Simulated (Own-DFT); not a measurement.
Si3N4 (beta silicon nitride, atoms displaced) (calculated)

Computed with Own-DFT development build. A calculation, not a measurement: plane-wave PBE density functional theory by an unreviewed code, no spin, of a simulated periodic cell, stress positive in tension, free energy of the whole cell less one offset for each atom, forces on such cells passed a denser k mesh, this cell's mesh not checked; offsets are fitted by least squares, one for each functional and potential file, so energies compare only between cells with the same atoms and settings and are not formation energies; the far tail of each file's local potential was reset to the Coulomb form; each entry is a single point on an unrelaxed cell, so the pressure reflects the starting lattice, mostly measured values (interpolated for alloys), from which strain is counted, and rises with the displacements; printed positions are rounded, which can move forces by about a meV/angstrom; the program, named Own-DFT, is a retired in-house code; no spin-orbit coupling.

Common to all runs: functional PBE; potential files PseudoDojo norm-conserving, scalar-relativistic, standard set; wave cutoff 42 hartree; occupations Fermi-Dirac; smearing width 0.1 eV; k mesh 3 x 3 x 3 centred on Gamma.

(1) Si3N4 (beta silicon nitride, atoms displaced)

```
Si3N4
1.0
      7.6060     0.0000     0.0000
     -3.8030     6.5870     0.0000
      0.0000     0.0000     8.7270
Si N Si N Si N
6 8 6 8 6 8
Direct
  0.16898 0.77002 0.07833
  0.21866 0.40897 0.08584
  0.58500 0.82036 0.07974
  0.83009 0.23041 0.25091
  0.77440 0.59611 0.24038
  0.40265 0.17943 0.25624
  0.32343 0.02315 0.08130
  0.97015 0.31186 0.07072
  0.70396 0.66303 0.08044
  0.67829 0.97220 0.25007
  0.04170 0.70357 0.25425
  0.29876 0.31668 0.24831
  0.35338 0.67346 0.09074
  0.67748 0.34088 0.25148
  0.18082 0.78265 0.41659
  0.22179 0.39944 0.41558
  0.60630 0.82649 0.42088
  0.82156 0.22670 0.57934
  0.77676 0.60896 0.58416
  0.40934 0.17478 0.57642
  0.33068 0.03029 0.41910
  0.96160 0.29583 0.41262
  0.71073 0.67334 0.41334
  0.68211 0.97434 0.58065
  0.02370 0.70981 0.58585
  0.30740 0.32986 0.58779
  0.33011 0.66505 0.41667
  0.66663 0.32476 0.58997
  0.17427 0.77257 0.75284
  0.23463 0.39886 0.74266
  0.60318 0.83392 0.75054
  0.82323 0.22731 0.92001
  0.77239 0.60665 0.92127
  0.41129 0.18316 0.91604
  0.33300 0.03589 0.74134
  0.97228 0.30574 0.75037
  0.69058 0.66454 0.73981
  0.67981 0.96147 0.91979
  0.03977 0.70533 0.92444
  0.30216 0.32610 0.92162
  0.33031 0.67404 0.75325
  0.66723 0.34116 0.91368
```

```
free energy of cell above offsets : -3.443 eV
pressure                          : 8.43 GPa
stress xx                         : -9.37 GPa
stress yy                         : -7.36 GPa
stress zz                         : -8.55 GPa
stress yz                         : -1.91 GPa
stress xz                         : -0.37 GPa
stress xy                         : -0.84 GPa
```

Force:
```
element  x (eV/Å)  y (eV/Å)  z (eV/Å)
     Si     3.522     0.794     4.332
     Si     4.418     0.147    -1.213
     Si     5.081     2.874      1.99
     Si    -1.854     0.012    -2.068
     Si     1.166     0.052     2.887
     Si     4.432    -2.289    -2.437
      N     0.707     2.612     0.575
      N    -0.091    -0.278     4.104
      N    -2.878     2.277     1.293
      N     0.044    -0.852    -0.562
      N    -1.508    -0.557    -1.821
      N    -5.263     3.218     0.506
      N    -6.696    -4.345    -0.204
      N    -1.137    -1.799    -0.105
     Si     0.295    -3.236     1.243
     Si     1.384     1.041      0.52
     Si    -1.676    -0.846    -1.795
     Si     0.397     2.026     1.673
     Si    -0.217    -3.826    -1.564
     Si     0.795     0.682     2.259
      N     0.169     1.623    -1.184
      N     2.134     0.802     1.157
      N    -0.346    -0.121    -0.577
      N    -0.127    -1.599     0.887
      N     3.119     1.247    -0.209
      N    -0.897     0.172    -3.414
      N     0.984     0.332     0.314
      N    -0.864      2.39    -0.897
     Si     0.032     0.643    -0.891
     Si    -1.554     1.915     3.749
     Si    -1.775     -1.58    -0.932
     Si    -1.532     0.611    -3.445
     Si     1.618    -2.188     -3.84
     Si     0.321    -1.895    -0.229
      N    -0.059     -0.71     2.047
      N    -0.083    -0.832    -0.653
      N      0.02     0.792     3.466
      N    -0.207     1.915    -0.556
      N     -3.21     -1.42    -3.834
      N    -2.681     1.674    -0.669
      N     2.366    -1.035    -0.297
      N     1.652    -0.442     0.393
```

(2) Si3N4 (beta silicon nitride, atoms displaced)

```
Si3N4
1.0
      7.6060     0.0000     0.0000
     -3.8030     6.5870     0.0000
      0.0000     0.0000     8.7270
Si N Si N Si N
6 8 6 8 6 8
Direct
  0.16775 0.75409 0.08285
  0.23141 0.40351 0.09193
  0.59164 0.83056 0.07657
  0.82571 0.22957 0.25012
  0.76929 0.60135 0.25582
  0.39658 0.15802 0.23598
  0.33570 0.03832 0.07392
  0.96604 0.29479 0.08922
  0.69046 0.66715 0.08734
  0.67441 0.96522 0.25167
  0.02531 0.70407 0.25802
  0.29345 0.34035 0.25213
  0.33579 0.66536 0.08981
  0.67192 0.33035 0.24871
  0.17969 0.77820 0.41279
  0.22682 0.39601 0.41184
  0.58857 0.83047 0.41788
  0.81717 0.21990 0.57179
  0.76241 0.60876 0.58795
  0.41092 0.18436 0.58866
  0.32953 0.02216 0.41455
  0.97533 0.30792 0.41540
  0.69415 0.67790 0.41951
  0.64462 0.96226 0.58714
  0.03647 0.70296 0.58301
  0.29888 0.33959 0.58289
  0.32376 0.65991 0.42354
  0.66251 0.33393 0.58233
  0.17192 0.76517 0.75865
  0.23563 0.41195 0.74784
  0.58854 0.82543 0.74955
  0.81293 0.22567 0.91448
  0.75738 0.59569 0.91283
  0.39322 0.16911 0.92222
  0.33240 0.02336 0.74473
  0.97764 0.29388 0.74543
  0.70769 0.66860 0.75906
  0.65307 0.97885 0.92570
  0.03079 0.70780 0.92215
  0.30162 0.32365 0.91438
  0.33332 0.67355 0.74279
  0.65515 0.32983 0.91601
```

```
free energy of cell above offsets : -2.923 eV
pressure                          : 8.07 GPa
stress xx                         : -6.34 GPa
stress yy                         : -6.77 GPa
stress zz                         : -11.1 GPa
stress yz                         : 2.75 GPa
stress xz                         : -1.19 GPa
stress xy                         : -0.28 GPa
```

Force:
```
element  x (eV/Å)  y (eV/Å)  z (eV/Å)
     Si    -0.306     1.238     1.727
     Si     -1.38      0.24      -3.7
     Si     0.856    -1.259     3.632
     Si     -0.08    -0.333      0.58
     Si    -0.613    -1.808    -0.558
     Si     0.784     3.715      4.87
      N    -0.484    -5.744     2.595
      N     0.698      0.53    -2.439
      N      0.47      0.25    -1.207
      N    -0.567     0.913    -0.638
      N      0.89     0.489    -2.553
      N     4.897    -3.566    -0.913
      N    -1.159     0.019    -0.735
      N     -2.83     0.674     0.062
     Si     0.083    -3.605     2.658
     Si    -1.103     3.092     3.185
     Si    -1.605    -2.006    -0.617
     Si     0.021      2.49     2.495
     Si     4.188    -1.998    -2.023
     Si    -1.042      -1.9    -1.284
      N    -0.066     4.626     -0.71
      N    -1.666    -1.968    -0.204
      N     0.937    -0.468     0.487
      N     1.472     1.548    -0.836
      N    -2.323    -0.463     0.848
      N      2.11    -1.329    -0.428
      N     0.858     0.783    -1.018
      N     1.203     1.571    -0.053
     Si     -0.89     0.784    -3.035
     Si    -0.325    -0.401     0.804
     Si    -0.044     0.283     1.714
     Si     1.482      3.49    -0.023
     Si     3.297    -2.608     5.858
     Si     2.311     1.117    -5.809
      N    -0.673     1.403     1.924
      N     -2.97    -1.372     0.538
      N    -4.863     3.406    -3.576
      N     0.737    -2.336    -3.294
      N    -1.299    -1.191    -0.526
      N    -3.183     2.432     0.901
      N     1.197    -1.847     1.461
      N     0.981     1.106     -0.16
```

(3) Si3N4 (beta silicon nitride, atoms displaced)

```
Si3N4
1.0
      7.6060     0.0000     0.0000
     -3.8030     6.5870     0.0000
      0.0000     0.0000     8.7270
Si N Si N Si N
6 8 6 8 6 8
Direct
  0.17915 0.75796 0.08589
  0.23417 0.41025 0.08061
  0.60173 0.82274 0.08219
  0.82346 0.22505 0.25089
  0.77025 0.60510 0.25354
  0.40617 0.17717 0.24808
  0.33595 0.03477 0.07390
  0.97051 0.30071 0.09025
  0.71091 0.67307 0.07861
  0.65941 0.96841 0.25774
  0.03946 0.70563 0.26073
  0.31284 0.33636 0.25773
  0.34271 0.67747 0.07770
  0.66532 0.34094 0.25499
  0.17141 0.77012 0.42207
  0.23478 0.40800 0.40480
  0.58365 0.83272 0.41470
  0.82209 0.22689 0.58084
  0.76107 0.59074 0.58007
  0.40158 0.17653 0.58683
  0.32806 0.02948 0.42134
  0.97478 0.29725 0.40820
  0.69403 0.65427 0.41293
  0.67321 0.97732 0.58195
  0.03854 0.70390 0.58656
  0.30862 0.33835 0.57906
  0.33952 0.67141 0.41667
  0.66514 0.33571 0.58837
  0.17812 0.76990 0.74123
  0.23226 0.41122 0.73883
  0.60260 0.82185 0.74036
  0.82701 0.22525 0.91446
  0.76262 0.57941 0.92112
  0.41146 0.17506 0.90772
  0.33503 0.03370 0.74553
  0.96646 0.29888 0.75085
  0.70268 0.67134 0.74636
  0.66788 0.97059 0.91570
  0.03883 0.70707 0.91882
  0.30992 0.32912 0.91470
  0.34945 0.67252 0.75430
  0.67482 0.34465 0.92575
```

```
free energy of cell above offsets : -4.332 eV
pressure                          : 7.74 GPa
stress xx                         : -5.6 GPa
stress yy                         : -10.05 GPa
stress zz                         : -7.57 GPa
stress yz                         : -0.59 GPa
stress xz                         : 1.25 GPa
stress xy                         : 0.42 GPa
```

Force:
```
element  x (eV/Å)  y (eV/Å)  z (eV/Å)
     Si    -2.752     3.101     -0.24
     Si     1.278    -0.604     0.074
     Si    -0.741     1.351    -0.129
     Si     -1.98     1.614    -0.068
     Si     2.736     -1.92    -2.013
     Si     1.424    -1.305    -0.246
      N    -0.095     -0.99     2.059
      N     0.612    -0.116    -1.863
      N    -1.147     0.853     1.824
      N     0.839     0.381    -3.259
      N    -1.483    -0.825     -2.81
      N    -1.006     0.349    -4.083
      N     1.922    -2.882     0.571
      N     1.847    -0.897    -0.351
     Si     1.886     0.708    -0.174
     Si    -0.564     0.928     3.534
     Si     2.811    -1.173     1.812
     Si     0.142      2.79    -0.263
     Si     1.532     0.241     0.682
     Si     1.021     0.353    -1.877
      N     0.089     0.799    -0.739
      N    -0.607    -0.184     2.085
      N    -3.207     3.239     2.058
      N      0.08     -2.19    -0.583
      N    -2.667    -1.619    -1.266
      N    -1.304     0.225    -0.519
      N     -2.31    -1.689     0.064
      N     0.953    -0.973    -0.134
     Si     1.319     0.312     4.271
     Si     0.828    -0.382     2.285
     Si    -0.814     1.653     2.105
     Si    -0.819     1.274     1.553
     Si     1.107     5.905    -2.227
     Si     0.412    -0.024         2
      N    -0.016    -0.921     0.277
      N     1.146      0.49    -1.276
      N     1.494    -0.809     0.759
      N     0.618    -0.689    -0.469
      N    -0.702    -1.071    -1.017
      N     -2.59     1.541    -0.651
      N    -2.595    -0.717    -0.918
      N     1.304    -6.128    -0.837
```

(4) Si3N4 (beta silicon nitride, atoms displaced)

```
Si3N4
1.0
      7.6060     0.0000     0.0000
     -3.8030     6.5870     0.0000
      0.0000     0.0000     8.7270
Si N Si N Si N
6 8 6 8 6 8
Direct
  0.17584 0.77149 0.08178
  0.24523 0.40671 0.07880
  0.59688 0.83589 0.08647
  0.82782 0.21752 0.25555
  0.77572 0.59412 0.24604
  0.39961 0.17442 0.25750
  0.32155 0.02758 0.09442
  0.98229 0.31586 0.08473
  0.70901 0.67058 0.08563
  0.67091 0.97245 0.25458
  0.04117 0.71095 0.25308
  0.29774 0.33842 0.24428
  0.33328 0.66900 0.07450
  0.68132 0.34069 0.24708
  0.17354 0.77566 0.41388
  0.22717 0.40603 0.42644
  0.60333 0.83566 0.41565
  0.83587 0.24504 0.57696
  0.77683 0.60481 0.58118
  0.40635 0.16326 0.58283
  0.31511 0.02717 0.42607
  0.98765 0.30978 0.42122
  0.69582 0.65922 0.41251
  0.67208 0.97290 0.58387
  0.03690 0.70220 0.58146
  0.29749 0.33804 0.58759
  0.31872 0.65198 0.41869
  0.66449 0.33354 0.58696
  0.17346 0.77439 0.74782
  0.23237 0.40244 0.74475
  0.59729 0.81520 0.75516
  0.84237 0.24298 0.92594
  0.77104 0.59180 0.91493
  0.40084 0.17559 0.91980
  0.33616 0.02828 0.74858
  0.96273 0.29504 0.74821
  0.69781 0.66651 0.75097
  0.65257 0.96827 0.91274
  0.04251 0.70619 0.91405
  0.31915 0.33912 0.92764
  0.32403 0.67289 0.74578
  0.67316 0.32294 0.91813
```

```
free energy of cell above offsets : -3.120 eV
pressure                          : 7.9 GPa
stress xx                         : -5.58 GPa
stress yy                         : -7.24 GPa
stress zz                         : -10.86 GPa
stress yz                         : -1.15 GPa
stress xz                         : 0.13 GPa
stress xy                         : 0.72 GPa
```

Force:
```
element  x (eV/Å)  y (eV/Å)  z (eV/Å)
     Si      0.81    -0.767     0.615
     Si    -3.202     2.631     2.162
     Si     0.002    -2.371    -2.109
     Si     0.008     5.398     -0.95
     Si     0.452     0.378     1.104
     Si     0.596     1.801    -0.816
      N     0.347       1.4    -1.503
      N     0.483    -1.231     1.432
      N    -1.578     1.315    -1.224
      N     0.033    -1.042    -1.014
      N    -1.726    -0.939    -1.713
      N     2.023    -1.652     3.521
      N     1.251      0.21     0.783
      N    -0.693    -3.126     0.725
     Si     2.054    -2.607     1.146
     Si     3.953     1.157    -2.784
     Si     -1.07    -4.056     2.393
     Si    -1.461     -1.89     2.286
     Si    -0.112    -1.862    -0.277
     Si    -0.574     3.219     2.126
      N     0.576     1.441     -2.48
      N    -5.041     -3.24     -1.57
      N    -0.776     1.593     0.248
      N     0.457     0.028    -0.317
      N    -1.945     -0.36     0.195
      N     3.856    -2.678    -1.317
      N     1.155     5.383    -0.467
      N     0.458     0.907    -0.735
     Si     0.906    -0.417     0.003
     Si    -2.489     2.297     3.245
     Si     -3.96      2.16    -1.355
     Si    -1.358    -2.412    -2.733
     Si     0.998    -0.882     1.014
     Si     3.903    -1.702     0.222
      N    -1.083     1.343     1.205
      N     2.293     0.851     1.056
      N     1.596    -0.742    -0.218
      N     1.806     1.222      2.03
      N    -2.827    -0.937     0.357
      N    -1.146     0.158    -4.637
      N     3.824    -2.056     0.227
      N    -2.799     2.075     0.121
```

(5) Si3N4 (beta silicon nitride, atoms displaced)

```
Si3N4
1.0
      7.6060     0.0000     0.0000
     -3.8030     6.5870     0.0000
      0.0000     0.0000     8.7270
Si N Si N Si N
6 8 6 8 6 8
Direct
  0.17343 0.78593 0.08452
  0.24767 0.41137 0.07633
  0.59489 0.83006 0.08120
  0.83490 0.23215 0.25138
  0.76156 0.59787 0.24536
  0.39812 0.17087 0.24556
  0.32492 0.02889 0.07818
  0.96783 0.30674 0.08790
  0.70704 0.66906 0.08070
  0.67193 0.97536 0.24765
  0.02550 0.70096 0.24233
  0.30563 0.34295 0.25761
  0.32161 0.66435 0.08334
  0.66834 0.33962 0.25749
  0.17001 0.76926 0.42239
  0.23835 0.42145 0.42048
  0.59288 0.81981 0.42173
  0.82524 0.22256 0.58640
  0.76364 0.59920 0.58999
  0.40568 0.16860 0.57897
  0.31595 0.02402 0.41462
  0.97155 0.31170 0.42001
  0.69916 0.65778 0.41582
  0.66992 0.97062 0.58099
  0.04256 0.70455 0.58474
  0.30331 0.32629 0.58813
  0.32830 0.67075 0.41816
  0.67385 0.34167 0.57475
  0.17939 0.78005 0.73716
  0.23241 0.40018 0.74829
  0.59837 0.82045 0.76244
  0.83362 0.23045 0.92181
  0.76376 0.58439 0.91129
  0.41918 0.18230 0.91844
  0.32165 0.02303 0.75608
  0.97711 0.31193 0.74392
  0.69922 0.66552 0.75068
  0.66940 0.97422 0.90702
  0.02903 0.69750 0.91649
  0.30739 0.33539 0.91891
  0.32580 0.65713 0.74910
  0.66085 0.34012 0.91396
```

```
free energy of cell above offsets : -3.555 eV
pressure                          : 7.56 GPa
stress xx                         : -1.25 GPa
stress yy                         : -12.59 GPa
stress zz                         : -8.85 GPa
stress yz                         : -2.48 GPa
stress xz                         : 1.08 GPa
stress xy                         : 0.08 GPa
```

Force:
```
element  x (eV/Å)  y (eV/Å)  z (eV/Å)
     Si     0.119    -5.101    -1.496
     Si    -3.126     0.795       3.5
     Si    -0.511    -1.483     0.506
     Si    -2.466     1.321     1.297
     Si     2.765    -1.555     0.882
     Si     1.175     1.863     1.706
      N      0.58     3.583     0.647
      N     2.302    -0.031    -1.648
      N    -3.037     1.556    -1.647
      N     0.206     -1.67     0.763
      N     0.011     0.618      2.54
      N     0.632    -0.954    -2.114
      N     1.986     2.054    -0.157
      N    -0.175    -2.181    -1.165
     Si    -0.401    -0.811    -3.709
     Si    -0.248    -2.548      0.52
     Si    -0.075     0.433     -1.72
     Si    -1.028     2.671    -1.353
     Si     3.062    -1.547    -2.842
     Si     0.696     1.148      0.92
      N     0.434     1.359    -0.364
      N     1.151    -0.474     0.021
      N     -2.52     2.405       1.2
      N     0.226    -1.887     1.743
      N    -4.496    -1.675    -1.048
      N    -0.471     0.411    -1.415
      N     1.557     1.234       0.1
      N    -0.224    -2.056     1.291
     Si     1.338    -3.703     5.472
     Si    -0.288     0.994     0.461
     Si    -2.703    -1.405    -4.697
     Si    -1.083      2.17    -1.729
     Si     1.824     3.481     1.824
     Si    -2.679    -2.353    -1.092
      N     0.879     4.403    -1.064
      N    -0.845    -1.692     2.381
      N    -0.978     0.966     0.835
      N     0.285     0.809     3.554
      N    -0.354     0.427    -1.355
      N     0.803    -1.008    -1.701
      N      1.59     2.127     0.088
      N     4.086    -2.693     0.066
```
